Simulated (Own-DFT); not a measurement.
# Which defects push the lattice out? C11b WSi2

No measurement is shown. These are fixed-geometry runs of a retired plane-wave code named Own-DFT, which no person has reviewed; spin and spin-orbit coupling are neglected.

All runs used: PBE; PseudoDojo norm-conserving scalar-relativistic files; cutoff 50 hartree; 5 x 5 x 5 k mesh centred on Gamma; cold (Marzari-Vanderbilt) smearing of 0.2 eV.

Limits: forces on such cells failed a check on a denser k mesh; stress not checked against mesh or cutoff.

All runs share one cell, with vectors in Å (-2.148, -5.953, 3.409); (-6.444, 2.976, 1.136); (-2.553, -2.948, -6.757) and a volume of 403.2 Å³. u is the rms random offset of the atoms per axis. The defect's site can differ from row to row.

| cell | formula | u (Å) | P (GPa) |
|---|---|---|---|
| no defect | Si20W10 | 0.0204 | 4.42 |
| no defect | Si20W10 | 0.0204 | 4.69 |
| no defect | Si20W10 | 0.0453 | 5.35 |
| one Si on a W site | Si21W9 | 0.0294 | 6.17 |
| one Si on a W site | Si21W9 | 0.0295 | 6.36 |
| one Si on a W site | Si21W9 | 0.0539 | ? |
| one Si on a W site | Si21W9 | 0.0551 | 7.92 |
| one W on a Si site | Si19W11 | 0.0268 | 9.73 |
| one W on a Si site | Si19W11 | 0.0470 | 10.45 |
| one W on a Si site | Si19W11 | 0.0561 | 11.11 |
| one Si vacancy | Si19W10 | 0.0285 | 3.24 |
| one Si vacancy | Si19W10 | 0.0468 | 4.79 |
| one Si vacancy | Si19W10 | 0.0479 | 4.19 |
| one W vacancy | Si20W9 | 0.0324 | 3.57 |
| one W vacancy | Si20W9 | 0.0502 | 4.64 |
| one W vacancy | Si20W9 | 0.0519 | 5.11 |

## Working it out

P = P0 + c u² + a shift for each defect gives P0 = 4.16 GPa, c = 688 ± 76 GPa/Å² and a scatter of 0.25 GPa. The shifts, and each times the cell's volume:

- one W on a Si site: 4.88 ± 0.22 GPa, 12.3 eV
- one Si on a W site: 1.57 ± 0.21 GPa, 3.9 eV
- one W vacancy: -1.15 ± 0.22 GPa, -2.9 eV
- one Si vacancy: -1.30 ± 0.21 GPa, -3.3 eV

A positive shift means that the defect pushes the cell outwards. Shift times volume (160.2 GPa Å³ is 1 eV) depends little on the cell's size, so, taken for each site, it can be compared between cells at like pressure. The atoms around the defects weren't relaxed, which would change these numbers.

## Withheld run

The question: what pressure belongs in the blank (one Si on a W site, u = 0.0539 Å)?

The fit gives 7.72 ± 0.31 GPa. Computed: 7.29 GPa.
